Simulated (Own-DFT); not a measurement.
Hf36O71 (tetragonal hafnia with one neutral oxygen vacancy, atoms displaced) (calculated)

Computed with Own-DFT development build. A calculation, not a measurement: plane-wave PBE and HSE06 DFT by an unreviewed code, no spin, of a simulated cell at Gamma alone, so results move with cell size and shape, stress positive in tension, energies less offsets, not probed for a lower state with spin; hafnium file: forces about 75 meV/angstrom off all-electron values; oxygen file: force components 24 meV/angstrom off all-electron in a glass; k mesh not checked against a denser one; forces and stress are PBE's, HSE06 gives the energy alone, and its difference from PBE has offsets of its own; offsets are fitted by least squares, one for each functional and potential file, so energies compare only between cells with the same atoms and settings and are not formation energies; the far tail of each file's local potential was reset to the Coulomb form; each entry is a single point on an unrelaxed cell, so the pressure reflects the starting lattice, taken from the Materials Project, from which strain is counted, and rises with the displacements; printed positions are rounded, which can move forces by about a meV/angstrom; the program is a retired in-house code; no spin-orbit coupling.

Settings shared by all entries: first functional PBE; second functional HSE06; exact exchange share 0.25; screening 0.11 1/bohr; exchange divergence Gygi-Baldereschi; potential files PseudoDojo norm-conserving, scalar-relativistic, made for PBE, standard set; wave cutoff 48 hartree; occupations fixed; k mesh 1 x 1 x 1 centred on Gamma.

(1) Hf36O71 (tetragonal hafnia with one neutral oxygen vacancy, atoms displaced)

```
Hf36O71
1.0
     10.7800     0.0000     0.0000
      0.0000    10.7800     0.0000
      0.0000     0.0000    10.4493
Hf O Hf O Hf O Hf O Hf O Hf O Hf O Hf O Hf O Hf O Hf O Hf O Hf O Hf O Hf O Hf O Hf O Hf O
2 4 2 4 2 3 2 4 2 4 2 4 2 4 2 4 2 4 2 4 2 4 2 4 2 4 2 4 2 4 2 4 2 4 2 4
Direct
  0.99770 0.99754 0.01214
  0.16565 0.16336 0.25137
  0.97831 0.17916 0.16690
  0.16259 0.99703 0.34217
  0.99517 0.16988 0.40610
  0.17524 0.99353 0.11318
  0.00763 0.99447 0.48486
  0.17815 0.18051 0.74798
  0.98318 0.15006 0.65531
  0.15810 0.00715 0.84295
  0.00511 0.16139 0.88857
  0.16949 0.00558 0.60464
  0.99958 0.32780 0.99990
  0.17363 0.50649 0.24305
  0.16842 0.33672 0.34687
  0.00319 0.49096 0.38894
  0.16930 0.34324 0.08999
  0.00545 0.33533 0.51175
  0.15236 0.50121 0.76269
  0.99139 0.50404 0.64515
  0.17176 0.33544 0.83703
  0.98420 0.49829 0.89522
  0.17860 0.31216 0.59459
  0.98636 0.66027 0.00122
  0.17369 0.83461 0.26733
  0.00603 0.82539 0.13998
  0.16134 0.68196 0.34618
  0.99524 0.83806 0.39973
  0.16417 0.66900 0.10204
  0.99659 0.66156 0.51144
  0.15593 0.82816 0.74679
  0.98919 0.82741 0.65181
  0.18359 0.66287 0.84541
  0.99149 0.83122 0.89530
  0.17707 0.66334 0.59150
  0.33097 0.01295 0.99681
  0.48692 0.16329 0.24965
  0.32769 0.16940 0.13966
  0.50887 0.99164 0.35381
  0.32930 0.17040 0.40908
  0.49352 0.99682 0.09541
  0.33012 0.99079 0.48947
  0.49593 0.16882 0.74627
  0.34686 0.16000 0.65038
  0.49431 0.00586 0.84352
  0.33583 0.16451 0.90920
  0.50562 0.00777 0.60461
  0.32999 0.33264 0.99953
  0.51237 0.51189 0.25071
  0.33620 0.51365 0.14647
  0.49772 0.31147 0.35739
  0.31599 0.48678 0.39065
  0.50353 0.33510 0.09370
  0.33344 0.31849 0.51073
  0.49906 0.50236 0.75274
  0.32864 0.50844 0.65794
  0.48638 0.31987 0.85865
  0.32891 0.49932 0.90655
  0.49502 0.34077 0.59252
  0.33053 0.66721 0.99946
  0.50303 0.84239 0.25673
  0.33578 0.83752 0.15863
  0.50272 0.64736 0.35747
  0.33527 0.82115 0.40056
  0.49494 0.66997 0.08720
  0.33916 0.67103 0.48863
  0.50310 0.82609 0.75327
  0.33453 0.83164 0.64894
  0.51086 0.66982 0.85184
  0.33181 0.83740 0.90470
  0.50000 0.67707 0.60665
  0.66186 0.01495 0.98985
  0.82647 0.16955 0.25731
  0.66844 0.17186 0.16277
  0.82006 0.00288 0.35690
  0.67810 0.16584 0.41050
  0.82651 0.99822 0.09364
  0.66569 0.99239 0.51377
  0.83992 0.16773 0.74098
  0.65486 0.16915 0.65090
  0.82986 0.00326 0.84924
  0.67467 0.17005 0.89613
  0.85146 0.00019 0.58033
  0.67137 0.32146 0.99894
  0.82340 0.49915 0.24801
  0.66475 0.49908 0.14906
  0.84717 0.33523 0.35508
  0.66456 0.48870 0.39627
  0.84250 0.34798 0.10421
  0.66893 0.32245 0.49439
  0.83015 0.50299 0.74720
  0.67042 0.50166 0.66008
  0.83458 0.33442 0.84670
  0.66490 0.50236 0.90364
  0.82532 0.33094 0.60442
  0.66858 0.67369 0.00234
  0.81670 0.83392 0.25568
  0.66052 0.83356 0.13922
  0.84059 0.66904 0.35786
  0.65815 0.83240 0.41000
  0.84101 0.66629 0.10122
  0.65252 0.66788 0.49957
  0.82728 0.83333 0.75178
  0.66229 0.83256 0.64989
  0.82384 0.66639 0.84636
  0.66700 0.83243 0.90530
  0.84510 0.65297 0.59915
```

It finds PBE energy of cell above offsets -85.878 eV; HSE06 less PBE above offsets 0.794 eV; PBE pressure 4.75 GPa; PBE stress xx -4.16 GPa; PBE stress yy -5.94 GPa; PBE stress zz -4.17 GPa; PBE stress yz -0.95 GPa; PBE stress xz 1.53 GPa; PBE stress xy 0.23 GPa.

Force:
```
element  x (eV/Å)  y (eV/Å)  z (eV/Å)
     Hf     0.752    -1.638    -1.583
     Hf    -1.372     2.444     0.304
      O     5.056    -0.965      -2.8
      O     1.136     2.187     2.829
      O     1.183    -0.789      0.17
      O    -1.908     1.794     -1.45
     Hf    -0.479     2.278     2.396
     Hf     -1.81    -5.071    -0.249
      O     6.135     1.862    -2.045
      O     0.932    -1.092     0.394
      O    -0.216     1.334     2.577
      O     0.377    -0.716    -2.287
     Hf    -1.213     0.469    -0.093
     Hf    -0.979    -0.016     0.857
      O    -0.607    -2.347    -1.094
      O     0.304     1.359     1.607
      O    -1.682    -0.404     0.599
     Hf    -1.656    -0.012    -3.273
     Hf     2.445     2.082    -1.897
      O     2.831    -1.525     0.244
      O    -0.305     0.563     1.905
      O     1.851    -0.164      0.26
      O    -3.913     0.212     1.876
     Hf     3.173       1.4     0.515
     Hf    -1.656    -0.875     -6.51
      O     -1.31     1.594     1.511
      O     0.389    -4.124     1.701
      O      0.19    -1.455    -0.577
      O    -0.121    -0.992    -0.983
     Hf     2.109     0.086     -3.45
     Hf     1.356     1.683     0.766
      O     1.591    -0.552    -0.324
      O     -1.56     0.628    -0.092
      O     0.494     0.162     0.208
      O    -1.982     0.632     0.372
     Hf     -0.83    -4.572      0.45
     Hf     1.341     1.274    -0.465
      O     0.152     0.205     2.073
      O     -1.16     2.561     0.399
      O    -0.443    -4.402    -2.435
      O     1.321     0.836     0.799
     Hf     0.478     1.149     4.093
     Hf     2.063    -0.411     0.945
      O    -2.914     0.496    -0.694
      O     0.993    -0.721     0.836
      O    -1.408     2.253    -2.559
      O     -1.73    -1.414    -1.606
     Hf     2.825     1.361      0.09
     Hf    -2.739      -5.4    -2.815
      O     0.853    -0.657      0.76
      O     0.397     1.492    -1.329
      O     1.453     2.097     1.388
      O    -0.576    -0.696     0.785
     Hf     2.125     4.128    -2.715
     Hf    -0.576    -1.191     0.492
      O     0.352    -0.807     0.455
      O     0.923     2.243    -1.374
      O     0.445    -0.234    -0.522
      O     1.594     0.481     1.587
     Hf    -1.201     0.449      0.49
     Hf    -1.145    -2.002     -3.92
      O     0.791    -0.498     1.344
      O     0.054     4.979     1.732
      O     0.762     3.958    -1.476
      O     1.915    -0.319     1.945
     Hf     -2.06    -5.513     3.638
     Hf    -2.292     1.718     0.701
      O    -0.177     0.531    -0.308
      O    -0.648    -0.903    -0.571
      O     0.185     0.078    -0.162
      O    -0.153    -0.778     -0.91
     Hf      0.38    -2.721     0.591
     Hf    -0.679    -0.106     2.831
      O    -1.836    -0.064    -1.769
      O     0.309    -1.652    -2.355
      O    -0.412    -1.506    -0.566
      O     0.106     0.064     0.535
     Hf     1.793     2.565    -0.443
     Hf    -3.486     0.595      2.23
      O      2.08    -0.178     -0.19
      O    -0.636    -0.773    -0.791
      O    -0.599    -0.018     0.312
      O    -4.077     -0.96     2.126
     Hf    -0.298     3.272     0.221
     Hf     3.193    -0.624     1.161
      O     0.365     0.906    -0.069
      O    -1.718     0.074    -0.479
      O    -0.058     1.545     0.136
      O    -1.433     0.048    -0.694
     Hf    -0.642     0.769     1.395
     Hf    -0.763    -0.938     1.172
      O    -2.371     0.739    -1.339
      O     0.061    -0.677     0.527
      O    -0.195    -1.293      0.56
      O     1.567     0.081    -0.431
     Hf    -0.912    -1.428    -0.911
     Hf     2.973     0.444    -0.482
      O     0.304    -0.461     2.644
      O    -1.475     0.142    -1.181
      O     0.048    -1.195    -1.572
      O    -3.174    -0.299     1.251
     Hf     2.703    -2.249     1.057
     Hf     1.251     0.791     1.045
      O     1.489    -0.021    -0.246
      O     0.206      0.58     0.397
      O    -0.061     1.793    -1.044
      O    -4.503     0.961     0.848
```

(2) Hf36O71 (tetragonal hafnia with one neutral oxygen vacancy, atoms displaced)

```
Hf36O71
1.0
     10.7800     0.0000     0.0000
      0.0000    10.7800     0.0000
      0.0000     0.0000    10.4493
Hf O Hf O Hf O Hf O Hf O Hf O Hf O Hf O Hf O Hf O Hf O Hf O Hf O Hf O Hf O Hf O Hf O Hf O
2 4 2 4 2 3 2 4 2 4 2 4 2 4 2 4 2 4 2 4 2 4 2 4 2 4 2 4 2 4 2 4 2 4 2 4
Direct
  0.99905 0.99169 0.98279
  0.17118 0.16604 0.24603
  0.99460 0.16041 0.14799
  0.17009 0.99040 0.34195
  0.00156 0.15840 0.40288
  0.17240 0.99785 0.09222
  0.00323 0.00211 0.49278
  0.15566 0.17099 0.73256
  0.99769 0.15679 0.65860
  0.16720 0.00214 0.84498
  0.00326 0.17390 0.90709
  0.15906 0.00835 0.60167
  0.00180 0.31309 0.99796
  0.17039 0.49987 0.26017
  0.16445 0.33280 0.34285
  0.00008 0.49002 0.40003
  0.16350 0.33438 0.09545
  0.99820 0.33345 0.49042
  0.15874 0.50697 0.75441
  0.99200 0.48709 0.64949
  0.17507 0.32791 0.85322
  0.00459 0.50205 0.90263
  0.16670 0.32553 0.60288
  0.00557 0.66686 0.00055
  0.16423 0.83154 0.24108
  0.99583 0.82205 0.15346
  0.17527 0.67069 0.36231
  0.00644 0.82713 0.39560
  0.17462 0.66809 0.08974
  0.00409 0.65792 0.51232
  0.15898 0.84690 0.75876
  0.00054 0.83522 0.65796
  0.17067 0.65728 0.85624
  0.00340 0.83125 0.90821
  0.15663 0.66186 0.60091
  0.34104 0.00895 0.01301
  0.50094 0.16704 0.23731
  0.34328 0.17997 0.17090
  0.49722 0.00496 0.33476
  0.32906 0.15693 0.39886
  0.48840 0.99830 0.09393
  0.33920 0.98184 0.50082
  0.48658 0.14764 0.75906
  0.34773 0.16971 0.65438
  0.49483 0.99870 0.84787
  0.34936 0.16982 0.90983
  0.50382 0.99409 0.60884
  0.32371 0.33585 0.00384
  0.50524 0.49677 0.23609
  0.32719 0.49237 0.15955
  0.51540 0.33392 0.34529
  0.33295 0.49892 0.41238
  0.49833 0.33169 0.10258
  0.33602 0.32571 0.50558
  0.51276 0.49929 0.75483
  0.33311 0.49503 0.64954
  0.49811 0.33378 0.83091
  0.33190 0.49734 0.88585
  0.50292 0.33391 0.59266
  0.33357 0.68210 0.98476
  0.50652 0.83159 0.25176
  0.33517 0.84454 0.15287
  0.49804 0.68069 0.35321
  0.34149 0.83269 0.41130
  0.49114 0.66876 0.10037
  0.34341 0.67378 0.50699
  0.50151 0.83739 0.75497
  0.33001 0.83345 0.64838
  0.48809 0.66160 0.86331
  0.33097 0.83250 0.91043
  0.49825 0.66896 0.60351
  0.65903 0.00517 0.00883
  0.82935 0.16124 0.25063
  0.67005 0.15532 0.14533
  0.84127 0.98891 0.34565
  0.66700 0.16562 0.40598
  0.83090 0.99848 0.10366
  0.66737 0.00022 0.49694
  0.82589 0.16006 0.75966
  0.66073 0.16004 0.64288
  0.82462 0.99471 0.84789
  0.66695 0.18252 0.91849
  0.83494 0.00379 0.59893
  0.66183 0.34103 0.01249
  0.83452 0.50139 0.26695
  0.66383 0.49660 0.14702
  0.83904 0.32710 0.34776
  0.67531 0.49892 0.39562
  0.83158 0.33670 0.11335
  0.66524 0.32562 0.49679
  0.83233 0.49578 0.76228
  0.64583 0.48868 0.65351
  0.83218 0.33153 0.84044
  0.67582 0.49152 0.90094
  0.83618 0.32233 0.60469
  0.66045 0.66416 0.01181
  0.83698 0.83788 0.26529
  0.66622 0.83338 0.15603
  0.83362 0.66134 0.35009
  0.65888 0.84673 0.38833
  0.84217 0.66118 0.10024
  0.66238 0.66034 0.50608
  0.84251 0.83987 0.74449
  0.66774 0.82907 0.65633
  0.83233 0.66178 0.84124
  0.67257 0.83269 0.89583
  0.83135 0.67211 0.59816
```

Results for Hf36O71 (tetragonal hafnia with one neutral oxygen vacancy, atoms displaced): PBE energy of cell above offsets -87.999 eV; HSE06 less PBE above offsets 0.435 eV; PBE pressure 5.98 GPa; PBE stress xx -4.78 GPa; PBE stress yy -7.15 GPa; PBE stress zz -6.01 GPa; PBE stress yz -0.97 GPa; PBE stress xz 0.24 GPa; PBE stress xy 0.13 GPa.

Force:
```
element  x (eV/Å)  y (eV/Å)  z (eV/Å)
     Hf    -0.186     2.583     4.217
     Hf    -0.876    -0.516     1.493
      O     0.865     0.336     0.435
      O    -0.323     1.069     0.263
      O     0.165     1.197     -0.79
      O     -1.63     0.747      0.12
     Hf    -0.158    -1.719      0.57
     Hf     2.799      1.15     1.329
      O    -2.076     0.031    -0.397
      O    -0.514     1.399     0.823
      O    -0.478    -6.151    -3.704
      O     1.791    -0.884    -0.598
     Hf    -0.847     6.609     3.426
     Hf    -0.168     1.474    -0.203
      O    -0.139    -1.094     0.452
      O    -0.061     2.255    -0.162
      O    -0.715    -0.802     0.935
     Hf    -0.546    -1.161      2.25
     Hf     2.577    -2.182     -0.66
      O     0.503     0.926    -0.139
      O    -0.956     -0.33    -0.451
      O    -0.607    -1.304     0.256
      O     -0.72    -0.669    -0.928
     Hf    -0.528     -2.13     1.748
     Hf    -0.147     -1.34     0.618
      O     0.771     1.106    -0.659
      O    -0.367     -0.43    -1.587
      O    -0.794     0.335     1.466
      O    -0.846     0.236     1.483
     Hf    -1.207     0.341    -2.365
     Hf     1.626    -2.615    -1.513
      O     1.234    -0.014    -0.846
      O    -0.504     3.409    -0.856
      O     0.191    -0.327    -2.414
      O     1.931     0.019     1.581
     Hf    -4.557    -1.111    -3.234
     Hf     2.688     0.828     4.173
      O        -4    -0.481    -3.539
      O     0.081    -0.432     1.195
      O    -0.288     0.553     1.194
      O     5.143     0.598     2.018
     Hf    -0.661     3.964      0.43
     Hf     3.015     6.254    -1.831
      O    -3.722    -0.461     -1.06
      O     0.496    -3.035     2.914
      O    -0.367    -0.719     0.944
      O    -0.476    -0.841    -1.186
     Hf     0.872     2.349     -2.61
     Hf    -2.763     0.095     2.767
      O     1.453    -0.528    -0.578
      O    -0.437    -0.362    -0.898
      O     0.264     -0.13    -0.654
      O     0.017     0.452    -0.456
     Hf     0.857     1.339     0.178
     Hf    -7.267    -0.893     2.221
      O    -0.346      0.58     0.482
      O     0.545    -0.994     1.618
      O    -0.507    -0.195     2.815
      O    -0.394    -0.414    -1.265
     Hf    -0.313     -6.14     2.603
     Hf    -1.325     0.611     -0.31
      O      0.02    -0.551     0.568
      O     0.609    -3.004      0.53
      O     0.086     -0.49    -1.764
      O     1.194    -0.324     0.882
     Hf    -2.495    -3.507    -0.604
     Hf     1.186    -1.975    -0.652
      O    -0.614     0.235     1.505
      O     2.025     1.436     -1.41
      O    -0.204     5.389    -3.003
      O     1.549     0.499     0.772
     Hf     2.316    -0.873    -0.935
     Hf     1.066     0.611    -0.778
      O    -0.821     0.174     1.178
      O    -0.195     4.291     2.367
      O     0.865    -1.563    -1.791
      O     0.282    -0.345    -1.249
     Hf    -0.267     0.695      1.67
     Hf    -1.346     2.236    -3.019
      O     0.615    -0.217     2.093
      O     1.059     1.067     1.326
      O     0.227    -3.282    -1.587
      O    -0.033    -0.853    -0.539
     Hf     1.443    -0.175    -1.039
     Hf     1.036    -0.781    -2.957
      O     0.738     1.103    -0.051
      O    -0.035    -0.335     0.914
      O    -0.513     0.422     1.006
      O     0.166    -0.268    -1.417
     Hf    -0.452     0.824     1.838
     Hf     0.022     0.054    -1.691
      O     7.295     1.298    -3.569
      O     0.837    -1.185     1.895
      O    -0.789     1.802     0.468
      O     -0.53     0.173    -1.537
     Hf     1.754     0.962    -1.323
     Hf     0.193    -4.294    -3.185
      O     0.372    -0.291     -1.43
      O    -0.365     1.933     1.004
      O     0.889    -1.682     1.821
      O    -1.924    -0.843    -0.457
     Hf     0.491     0.509    -0.611
     Hf    -3.768     -2.62     0.367
      O    -0.024     0.212     -0.68
      O     0.477     1.625      0.57
      O    -1.368    -0.123     1.678
      O    -0.141    -0.404    -0.298
```
